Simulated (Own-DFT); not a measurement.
# Biaxial strain at fixed height in diamond-structure GeSn with randomly placed atoms, 64 atoms (Ge52Sn12)

The numbers are computed, not measured, by runs of the plane-wave DFT program Own-DFT (in-house, retired, unreviewed) at fixed positions, with no spin and no spin-orbit coupling.

All runs used: PBE; PseudoDojo norm-conserving scalar-relativistic files; cutoff 49 hartree; 3 x 3 x 3 k mesh centred on Gamma; Fermi-Dirac smearing of 0.1 eV.

Limits: forces on such cells moved up to 12 meV/angstrom on a denser k mesh; stress not checked against mesh or cutoff.

Unstrained cell vectors in Å: (11.628, 0.000, 0.000); (0.000, 11.628, 0.000); (0.000, 0.000, 11.628). The unstrained cell has measured lattice constants (interpolated for alloys), not those of this functional. That, the random moves and any unrelaxed bonds set the pressure at no strain. Each run strains x and y alike by e, as a substrate would, and holds the height along z. Each coordinate of each atom was shifted by a normal deviate of width 0.05 Å. The random placing of the alloy's atoms differs from row to row. Stress is positive in tension.

| e (%) | u (Å) | (s_xx + s_yy)/2 (GPa) | s_zz (GPa) |
|---|---|---|---|
| -3.00 | 0.047 | -11.07 | -9.25 |
| -2.50 | 0.048 | -10.44 | -9.35 |
| -2.00 | 0.051 | -9.03 | -8.06 |
| -0.50 | 0.049 | -6.46 | -6.27 |
| -0.25 | 0.048 | -5.69 | -5.42 |
| 1.25 | 0.050 | -3.70 | -4.41 |
| 1.50 | 0.050 | -2.79 | -3.58 |
| 1.75 | 0.051 | -3.07 | -3.76 |
| 2.25 | 0.050 | ? | ? |
| 2.75 | 0.051 | -1.48 | -2.61 |

## Worked fit

With e as a fraction, the in-plane stress is -5.5 + 167 e - 835 e² GPa (errors 5 and 302, scatter 0.26), and s_zz is -5.5 + 119 e - 550 e² GPa (slope ± 6, scatter 0.35). At e = 0 the first slope is C11 + C12 and the second 2 C12, both with the ions held to the strained lattice and at the cell's own pressure. A free layer would change its height as e changes, and the in-plane slope would drop by 2 C12²/C11 to the biaxial modulus. At fixed height, a misfit of 1 % moves the in-plane stress by about 1.7 GPa and s_zz by 1.2 GPa.

## Check

Question: what are the two stresses at e = 2.25 %?

The fitted form gives -2.1 and -3.1 GPa. The hidden result is -1.70 and -2.80 GPa.
